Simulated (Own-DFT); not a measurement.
# Around an empty site: 2H SiC, 71 atoms (C36Si35), with one Si vacancy

These are calculations, not measurements. They come from Own-DFT, an in-house plane-wave density functional program, since retired, whose code no person has reviewed. Each row is one single-point run on a periodic cell that was not relaxed, without spin or spin-orbit coupling.

Settings of every run: PBE; PseudoDojo norm-conserving scalar-relativistic files; cutoff 42 hartree; 4 x 4 x 3 k mesh centred on Gamma; Fermi-Dirac smearing of 0.1 eV.

Known limits: a neutral cation vacancy leaves holes that likely carry spin, which these runs leave out; not probed for a lower state with spin; forces on such cells moved up to 12 meV/angstrom on a denser k mesh; stress not checked against mesh or cutoff.

Cell vectors in Å: (9.248, 0.000, 0.000); (-4.624, 8.009, 0.000); (0.000, 0.000, 10.068). Every atom was also moved at random, by a Gaussian of width 0.05 Å on each axis. The defect's site can differ from row to row. The empty site has 4 nearest neighbours, all C. For each, d is its distance from the empty site and R the part of its force along the line away from it, positive outwards. The last column is the rms force component on atoms over 4.5 Å away.

```
run  d1 (Å)  d2 (Å)  d3 (Å)  d4 (Å)  R1 (eV/Å)  R2 (eV/Å)  R3 (eV/Å)  R4 (eV/Å)  far F (eV/Å)
  1   1.871   1.898   1.913   1.961       1.88       1.72       0.71      -0.35          1.27
  2   1.787   1.893   1.919   1.953       1.90       0.85       0.53       0.49          1.38
  3   1.840   1.874   1.909   1.928       1.87       1.60       1.29       1.20          1.44
  4   1.879   1.897   1.923   1.967       1.29       0.67      -0.04       1.20          1.38
  5   1.842   1.845   1.899   1.909       2.02       1.48       1.16       0.33          1.30
  6   1.839   1.900   1.924   1.969       2.15       1.43       1.57       0.50          1.57
  7   1.859   1.860   1.907   1.928       2.10       1.34       1.37       1.02          1.56
  8   1.857   1.862   1.942   1.953       1.70       1.64       0.64       1.08          1.53
  9   1.896   1.925   1.928   1.939          ?          ?          ?          ?             ?
```

## Worked fit

A straight line through the 32 neighbours shown gives R = 1.20 - 10.4 (d - 1.897) eV/Å, with a scatter of 0.44 left by the moves of the other atoms. The slope, with an error of 1.8, is the pull back towards the neighbour's own site. The constant, 1.20 ± 0.08 eV/Å, is the force at the mean distance: with one bond gone, the neighbours are pushed outwards, away from the empty site. It shows how a relaxation would start, not where it would end, and it depends somewhat on the width of the random moves.

## Withheld run

Question: what mean R should the neighbours of run 9 feel? Their mean d is 1.922 Å.

The line gives 0.94 ± 0.24 eV/Å, by the scatter of the means of the runs shown. The calculation gave R = 2.13, 0.87, 1.19, 1.96, a mean of 1.53 eV/Å.
